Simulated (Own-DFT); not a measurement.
# What random displacements cost in monoclinic HfO2, 96 atoms (Hf32O64)

All numbers below are calculated, not measured. The program, named Own-DFT, is a retired in-house plane-wave density functional code that no person has reviewed. Each row is one single-point run on a periodic cell that was not relaxed, without spin or spin-orbit coupling.

Settings of every run: PBE; PseudoDojo norm-conserving scalar-relativistic files; cutoff 72 hartree; 2 x 2 x 2 k mesh centred on Gamma; Fermi-Dirac smearing of 0.1 eV.

Known limits, some of them of some rows only: some atoms lie very close together; hafnium file: forces about 75 meV/angstrom off all-electron values; oxygen file: force components 24 meV/angstrom off all-electron in a glass; forces on such cells passed a denser k mesh, each cell not checked; stress not checked against mesh or cutoff.

Cell vectors in Å: (10.234, 0.000, 0.000); (0.000, 10.350, 0.000); (-1.696, 0.000, 10.445). In each run every atom was moved at random and independently from its ideal site; u is the rms move along one axis. E is the free energy for each atom above the fitted value at u = 0, and F the rms of the force components.

| run | u (Å) | E (meV/atom) | F (eV/Å) | largest force (eV/Å) | P (GPa) |
|---|---|---|---|---|---|
| 1 | 0.0197 | 8.9 | 0.426 | 1.72 | 3.96 |
| 2 | 0.0198 | 9.9 | 0.513 | 2.18 | 3.83 |
| 3 | 0.0487 | 56.4 | 1.065 | 4.82 | 5.64 |
| 4 | 0.0501 | ? | ? | ? | ? |
| 5 | 0.0524 | 65.1 | 1.129 | 4.95 | 5.39 |
| 6 | 0.0792 | 143.6 | 1.657 | 8.12 | 8.74 |
| 7 | 0.0799 | 154.0 | 1.829 | 8.84 | 8.73 |
| 8 | 0.0819 | 169.0 | 1.861 | 7.19 | 9.59 |
| 9 | 0.1228 | 358.2 | 2.817 | 13.71 | 13.07 |
| 10 | 0.1468 | 597.4 | 4.225 | 18.07 | 25.08 |

## Worked fit

For small independent moves the energy grows as E = (3/2) K u², with K the mean stiffness felt by one atom. The runs with u up to 0.11 Å give K = 16.0 ± 0.3 eV/Å², with residuals divided by u² + 0.0006 Å², since the noise grows with the moves. The scatter is 2.3 meV/atom at u = 0.05 Å. The forces follow F = G u with G = 22.6 eV/Å²; no force at u = 0 is resolved. G exceeds K because the moves of its neighbours add to the force on an atom, and stiffness differs between atoms. At u = 0.147 Å the parabola gives 517 meV/atom and the run 597. The pressure follows P = 3.47 + 855 u² GPa: at fixed volume, shortened bonds push harder than stretched ones pull.

## Withheld run

Question: what energy and rms force should run 4 give?

The fit gives 60 ± 3 meV/atom and about 1.13 eV/Å. The calculation gave 68.9 meV/atom and 1.285 eV/Å. This run lies off the fit, by chance or by something that the fit leaves out.
